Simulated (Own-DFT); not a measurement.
# Shaking the atoms of 6H (3C twinned every three layers) SiC, 48 atoms (C24Si24)

Calculated results; nothing here was measured. The program, named Own-DFT, is a retired in-house plane-wave density functional code that no person has reviewed. Each row is one single-point run on a periodic cell that was not relaxed, without spin or spin-orbit coupling.

Settings of every run: PBE; PseudoDojo norm-conserving scalar-relativistic files; cutoff 42 hartree; 5 x 5 x 2 k mesh centred on Gamma; Fermi-Dirac smearing of 0.1 eV.

Known limits, some of them of some rows only: some atoms lie very close together; forces on such cells passed a denser k mesh, each cell not checked; stress not checked against mesh or cutoff.

Cell vectors in Å: (4.360, -4.360, 0.000); (0.000, 4.360, -4.360); (8.719, 8.719, 8.719). In each run every atom was moved at random and independently from its ideal site; u is the rms move along one axis. E is the free energy for each atom above the fitted value at u = 0, and F the rms of the force components.

| run | u (Å) | E (meV/atom) | F (eV/Å) | largest force (eV/Å) | P (GPa) |
|---|---|---|---|---|---|
| 1 | 0.0283 | 29.9 | 0.790 | 2.77 | 3.63 |
| 2 | 0.0315 | 38.7 | 0.905 | 3.19 | 3.85 |
| 3 | 0.0602 | ? | ? | ? | ? |
| 4 | 0.0654 | 164.2 | 1.963 | 7.19 | 7.10 |
| 5 | 0.0911 | 334.3 | 3.296 | 16.09 | 10.86 |
| 6 | 0.1025 | 355.9 | 3.142 | 15.22 | 10.25 |
| 7 | 0.1071 | 463.2 | 3.608 | 14.19 | 14.73 |

## Worked fit

For small independent moves the energy grows as E = (3/2) K u², with K the mean stiffness felt by one atom. The runs with u up to 0.11 Å give K = 25.5 ± 1.0 eV/Å², with residuals divided by u² + 0.0006 Å², since the noise grows with the moves. The scatter is 7.8 meV/atom at u = 0.05 Å. The forces follow F = G u with G = 31.3 eV/Å²; no force at u = 0 is resolved. G exceeds K because the moves of its neighbours add to the force on an atom, and stiffness differs between atoms. The pressure follows P = 3.01 + 890 u² GPa: at fixed volume, shortened bonds push harder than stretched ones pull.

## Withheld run

Question: what energy and rms force should run 3 give?

The fit gives 138 ± 12 meV/atom and about 1.88 eV/Å. The calculation gave 145.7 meV/atom and 1.875 eV/Å.
